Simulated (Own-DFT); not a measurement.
Simulation results for AlGa3N4 (wurtzite random alloy, strained, atoms displaced)

A calculation, not a measurement: plane-wave PBE density functional theory by an unreviewed code, no spin, of a simulated periodic cell, stress positive in tension, free energy of the whole cell less one offset for each atom, forces on such cells passed a denser k mesh, this cell's mesh not checked; offsets are fitted by least squares, one for each functional and potential file, so energies compare only between cells with the same atoms and settings and are not formation energies; the far tail of each file's local potential was reset to the Coulomb form; each entry is a single point on an unrelaxed cell, so the pressure reflects the starting lattice, mostly measured values, from which strain is counted, and rises with the displacements; printed positions are rounded, which can move forces by about a meV/angstrom; the program is a retired in-house code; no spin-orbit coupling. Program: Own-DFT development build.

### AlGa3N4 (wurtzite random alloy, strained, atoms displaced)

```
AlGa3N4
1.0
      9.5092     0.0000     0.0000
     -4.7546     8.2353     0.0000
      0.0000     0.0000    10.1658
Ga Al N Ga N Ga N Ga N Ga Al N Al Ga N Ga N Ga N Al Ga N Ga N Ga Al N Ga N Ga N Al Ga N Ga Al N Al Ga N Ga N Ga Al N
1 1 2 2 2 2 2 2 2 1 1 2 1 1 2 2 2 2 2 1 1 2 2 2 1 1 2 2 2 2 2 1 1 2 1 1 2 1 1 2 2 2 1 1 2
Direct
  0.11438 0.21875 0.00017
  0.21792 0.10971 0.25185
  0.11002 0.22702 0.18977
  0.21344 0.11151 0.44189
  0.11527 0.21471 0.50128
  0.21969 0.11388 0.74926
  0.11244 0.21452 0.68328
  0.22810 0.10916 0.93581
  0.11623 0.55860 0.00237
  0.21745 0.44218 0.24843
  0.11732 0.56210 0.17909
  0.22401 0.43501 0.44299
  0.12284 0.56125 0.50306
  0.22248 0.43793 0.74594
  0.11656 0.56684 0.68129
  0.21820 0.43734 0.93738
  0.10232 0.87447 0.00337
  0.21473 0.77482 0.25487
  0.10671 0.88501 0.19928
  0.21348 0.77233 0.44026
  0.11276 0.89410 0.50022
  0.22435 0.78304 0.75561
  0.10292 0.88780 0.69174
  0.22936 0.79078 0.94030
  0.44376 0.22997 0.00526
  0.56160 0.10989 0.24999
  0.44226 0.22121 0.18409
  0.55446 0.10363 0.43449
  0.43990 0.23234 0.50031
  0.55324 0.09913 0.75127
  0.43931 0.21418 0.69047
  0.55682 0.11877 0.94234
  0.44265 0.55159 0.00057
  0.55144 0.43887 0.24915
  0.43815 0.55432 0.19323
  0.56365 0.44808 0.44113
  0.43981 0.55472 0.50616
  0.55078 0.45056 0.75372
  0.44979 0.56737 0.69237
  0.55912 0.45162 0.94393
  0.44805 0.88558 0.99595
  0.55125 0.77870 0.25092
  0.44249 0.88368 0.18702
  0.56963 0.78200 0.43431
  0.45600 0.89239 0.50257
  0.55735 0.77374 0.75708
  0.45047 0.90099 0.69518
  0.55683 0.77379 0.94359
  0.78879 0.22229 0.99507
  0.89849 0.11576 0.24390
  0.77723 0.22405 0.19094
  0.89524 0.09862 0.43910
  0.77663 0.21682 0.50498
  0.88038 0.10055 0.74624
  0.77202 0.21724 0.69147
  0.88426 0.11038 0.93210
  0.77272 0.55010 0.00314
  0.88819 0.45100 0.23794
  0.77479 0.54605 0.19353
  0.89316 0.45205 0.43716
  0.77974 0.56376 0.49655
  0.87831 0.43428 0.75851
  0.77514 0.55272 0.68623
  0.89017 0.44743 0.93163
  0.77579 0.88967 0.00093
  0.89557 0.78857 0.25554
  0.77569 0.88990 0.18530
  0.88878 0.78416 0.44294
  0.78911 0.89673 0.49562
  0.87809 0.77530 0.74889
  0.78720 0.89862 0.68301
  0.89738 0.78017 0.93361
```

Here we set functional PBE, potential files PseudoDojo norm-conserving, scalar-relativistic, standard set with the stringent files for Ga, wave cutoff 96 hartree, occupations Gaussian, smearing width 0.01 eV and k mesh 4 x 4 x 3 centred on Gamma.

The calculation gives: free energy of cell above offsets -8.295 eV; pressure 9.44 GPa; stress xx -6.65 GPa; stress yy -8.29 GPa; stress zz -13.38 GPa; stress yz -0.76 GPa; stress xz 0.05 GPa; stress xy 0.1 GPa.

Force:
```csv
element,x (eV/Å),y (eV/Å),z (eV/Å)
Ga,-0.197,-0.561,-0.737
Al,0.576,0.377,-0.224
N,2.08,-1,-0.444
N,3.253,-1.703,-2.233
Ga,-2.707,1.281,-0.036
Ga,1.177,-1.524,0.285
N,-1.666,1.286,1.348
N,-1.123,-0.239,1.348
Ga,-0.109,0.16,-2.682
Ga,0.119,0.929,0.894
N,-1.406,-0.222,3.015
N,-0.703,0.874,-0.666
Ga,-1.324,-1.532,-1.4
Ga,-1.45,0.548,-0.014
N,0.399,-1.464,3.057
N,0.946,1.161,0.18
Ga,0.512,2.296,0.218
Al,1.368,0.374,-0.377
N,1.305,1.327,-0.863
N,0.578,2.152,-0.673
Al,0.176,-1.052,0.921
Ga,-0.796,-0.04,-1.423
N,-0.056,-0.31,-0.958
N,0.551,-1.873,0.354
Ga,0.788,-1.075,-1.927
Ga,-0.998,-0.522,-0.779
N,-0.862,-0.97,2.709
N,0.099,1.77,1.392
Ga,1.513,-1.332,0.312
Ga,-1.128,4.199,1.556
N,0.097,1.456,-0.091
N,0.847,-0.512,-0.022
Al,-0.582,0.211,0.77
Ga,-0.339,0.628,0.551
N,0.817,0.786,-1.237
N,-0.787,0.467,-0.121
Ga,1.307,0.831,-1.553
Ga,1.707,-1.391,-0.679
N,-0.387,-1.691,-0.223
N,-1.342,-0.103,-0.298
Ga,-0.666,1.605,1
Al,0.596,-0.28,-0.445
N,-0.676,-0.338,0.88
N,-1.473,-0.868,0.367
Ga,-0.883,-0.963,-0.288
Ga,-0.283,2.331,-0.864
N,0.636,-4.632,-1.375
N,-0.085,-1.119,-0.148
Ga,-2.454,0.442,0.946
Ga,-2.097,-0.859,1.332
N,1.296,1.135,-0.745
N,-1.963,4.112,-0.954
Al,0.135,1.124,-1.508
Ga,0.61,2.593,0.147
N,0.757,0.158,-1.152
N,1.866,-0.607,0.722
Ga,0.834,1.17,-0.208
Al,1.828,-1.31,2.382
N,-0.821,1.798,-0.699
N,-0.221,-1.166,-0.485
Al,1.29,-0.815,0.451
Ga,0.429,1.371,-3.976
N,-0.684,0.923,0.117
N,0.522,0.15,3.559
Ga,1.18,-0.086,-0.477
Ga,-1.632,-1.745,-0.196
N,-0.249,-0.406,1.053
N,2.113,-1.188,-0.06
Ga,-1.24,-2.097,0.93
Al,1.762,-0.015,-0.62
N,-0.497,-3.371,0.919
N,-2.183,-1.048,0.141
```
